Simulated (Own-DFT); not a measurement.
# How much smaller does PBEsol make it? C40 NbSi2, 36 atoms (Nb12Si24)

No measurement is shown. These are fixed-geometry runs of a retired plane-wave code named Own-DFT, which no person has reviewed; spin and spin-orbit coupling are neglected.

Known weak points: forces on such cells failed a check on a denser k mesh; stress not checked against mesh or cutoff.

Each geometry was run with PBE and with PBEsol, otherwise alike: PseudoDojo norm-conserving scalar-relativistic files made for PBE; cutoff 42 hartree; 4 x 4 x 5 k mesh centred on Gamma; cold (Marzari-Vanderbilt) smearing of 0.2 eV. Unstrained cell vectors in Å: (0.000, 8.324, 0.000); (-9.613, 0.000, 0.000); (0.000, 0.000, 6.586). Each has a uniform strain, of which the change of volume is shown, and random moves of rms u per axis.

| run | volume change (%) | u (Å) | P with PBE (GPa) | P with PBEsol (GPa) |
|---|---|---|---|---|
| 1 | 1.98 | 0.0552 | -0.13 | -3.70 |
| 2 | 4.64 | 0.0441 | -5.25 | -8.70 |
| 3 | -0.21 | 0.0586 | 3.88 | 0.21 |
| 4 | 1.22 | 0.0509 | 0.84 | -2.76 |
| 5 | 0.47 | 0.0417 | 1.93 | -1.71 |
| 6 | 0.95 | 0.0520 | 2.03 | -1.59 |
| 7 | -4.65 | 0.0452 | 12.38 | 8.50 |
| 8 | 0.30 | 0.0483 | 3.25 | -0.39 |
| 9 | 2.09 | 0.0526 | -0.40 | -3.95 |
| 10 | -2.03 | 0.0516 | 7.18 | 3.42 |
| 11 | -0.45 | 0.0457 | 3.39 | ? |

Question: by how much does PBEsol shrink this cell, and what belongs in the blank?

## Working it out

Write v for the change of volume as a fraction. Fitted to v and u², the PBE pressure has a slope of -189 ± 4 GPa in v, with the ions held to the strained lattice. The difference PBEsol less PBE is -3.66 + 4.7 v GPa (slope ± 0.1) and averages -3.64 GPa. Divided by the mean slope of the two, 187 GPa, that makes PBEsol's volume at a given pressure, near 1 GPa, about 2.0 % smaller, or 0.65 % in lengths. At one volume PBEsol's slope is the smaller by 5 GPa, but its pressure there is lower too. If stiffness rises by about 4 GPa for each GPa, PBEsol at equal pressure is stiffer by about 10 GPa. Files made for PBEsol would give a different shift.

For run 11 the line gives -0.29 GPa. Computed: -0.28 GPa.
